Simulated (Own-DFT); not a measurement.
# Response to strain: 4H SiC, 72 atoms (C36Si36)

These are calculations, not measurements. They come from Own-DFT, an in-house plane-wave density functional program, since retired, whose code no person has reviewed. Each row is one single-point run on a periodic cell that was not relaxed, without spin or spin-orbit coupling.

Settings of every run: PBE; PseudoDojo norm-conserving scalar-relativistic files; cutoff 42 hartree; 4 x 4 x 3 k mesh centred on Gamma; Fermi-Dirac smearing of 0.1 eV.

Known limits: forces on such cells passed a denser k mesh, each cell not checked; stress not checked against mesh or cutoff.

Unstrained cell vectors in Å: (9.248, 0.000, 0.000); (-4.624, 8.009, 0.000); (0.000, 0.000, 10.068). The unstrained cell has measured lattice constants (interpolated for alloys), not those of this functional. That, the random moves and any unrelaxed bonds set the pressure at no strain. Each run strains this cell uniformly, with the atoms carried along. Every atom was also moved at random, by a Gaussian of width 0.05 Å on each axis. Strain is the symmetric tensor, in per cent. Stress is positive in tension, and the pressure is minus a third of its trace.

```
run,e_xx (%),e_yy (%),e_zz (%),e_yz (%),e_xz (%),e_xy (%),s_xx (GPa),s_yy (GPa),s_zz (GPa),s_yz (GPa),s_xz (GPa),s_xy (GPa),P (GPa),E (meV/atom)
1,1.61,-0.46,-1.13,1.38,-1.32,-1.00,2.51,-4.81,-14.97,5.49,-4.91,-4.10,5.76,29.1
2,0.03,-0.10,0.39,-1.87,-1.28,1.49,-5.75,-4.46,-5.36,-6.25,-3.19,7.64,5.19,35.8
3,-0.60,-1.62,1.25,1.32,-1.52,0.73,-9.83,-12.82,0.28,3.60,-5.08,3.48,7.46,11.2
4,-1.32,1.79,0.94,-1.19,1.85,1.22,-9.88,2.35,-1.44,-4.07,6.23,5.69,2.99,36.9
5,0.03,0.97,-0.64,-1.17,1.63,-0.79,-4.38,0.37,-9.06,-3.39,5.08,-3.00,4.36,11.9
6,-0.81,-1.52,-0.42,0.72,1.61,-0.69,-12.57,-14.15,-9.16,3.63,5.75,-3.60,11.96,21.8
7,-0.04,-0.29,-1.09,1.25,-0.61,-1.20,-6.82,-7.28,-12.01,4.48,-1.87,-5.86,8.70,30.2
8,1.89,1.66,-0.41,-0.91,-0.71,1.89,5.59,4.84,-6.56,-2.90,-1.79,8.42,-1.29,20.0
9,-1.20,-1.44,-0.97,-1.91,0.49,-1.65,-13.58,-15.29,-14.40,-6.19,1.93,-9.89,14.42,46.9
10,0.40,0.30,1.63,-1.83,-0.65,0.54,-0.95,-1.28,2.59,-5.53,-1.57,2.71,-0.12,0.0
11,-1.40,1.20,1.67,-0.38,0.82,-0.46,-11.82,0.62,3.73,-0.16,3.05,-0.71,2.49,14.7
12,1.20,-0.55,0.34,-0.42,0.62,-0.73,-0.03,-5.02,-4.38,-1.61,1.37,-3.80,3.15,13.3
13,-0.35,0.22,1.76,1.21,1.51,1.81,-5.70,-4.74,3.13,3.55,5.45,8.44,2.44,34.2
14,1.95,-0.58,-0.73,-0.92,-0.36,-0.98,3.63,-7.25,-9.89,-3.57,-1.59,-4.06,4.50,33.4
15,1.39,0.10,-0.47,1.11,0.33,0.98,3.15,-3.41,-8.76,4.13,1.05,4.61,3.01,4.3
16,-1.26,-0.26,0.23,1.29,1.36,0.34,-12.23,-7.10,-6.13,4.59,4.77,2.06,8.48,30.2
17,-0.19,-0.86,0.80,1.95,-1.26,-0.46,?,?,?,?,?,?,?,?
```

E is the free energy for each atom above the lowest run shown.

## Worked fit

Each stress component was fitted by least squares to a constant and the strains of the runs shown, as fractions, with shears doubled. Shear strains stay in the fit of a normal stress only where such slopes are resolved. The slopes, in GPa:

```
stress  at no strain  per e_xx  per e_yy  per e_zz  scatter
  s_xx          -5.5  545 ± 18  108 ± 20   59 ± 22     0.76
  s_yy          -5.0  129 ± 23  500 ± 24   66 ± 27     0.94
  s_zz          -6.6   34 ± 24   57 ± 26  576 ± 29     1.00
```

Each shear stress against twice its own strain: yz 171 ± 7, xz 160 ± 5, xy 221 ± 12 GPa. These are stiffnesses along x, y and z of the frame in which the cell vectors are given, which need not be the crystal's axes. The atoms are held to the strained lattice; where symmetry lets them move under strain, relaxing them would lower some slopes. The table should be nearly symmetric about its diagonal, and what it lacks of that shows the noise. A ninth of its sum, 230 ± 5 GPa, estimates the bulk modulus near the mean pressure of these runs, 5.2 GPa, so it lies above the value at zero pressure.

## Withheld run

Question: what normal stresses and pressure should run 17 give?

The fit gives s_xx = -7.0, s_yy = -9.0, s_zz = -2.6 and P = 6.2 GPa. The calculation gave -6.44, -11.05, -1.93 and P = 6.47 GPa.
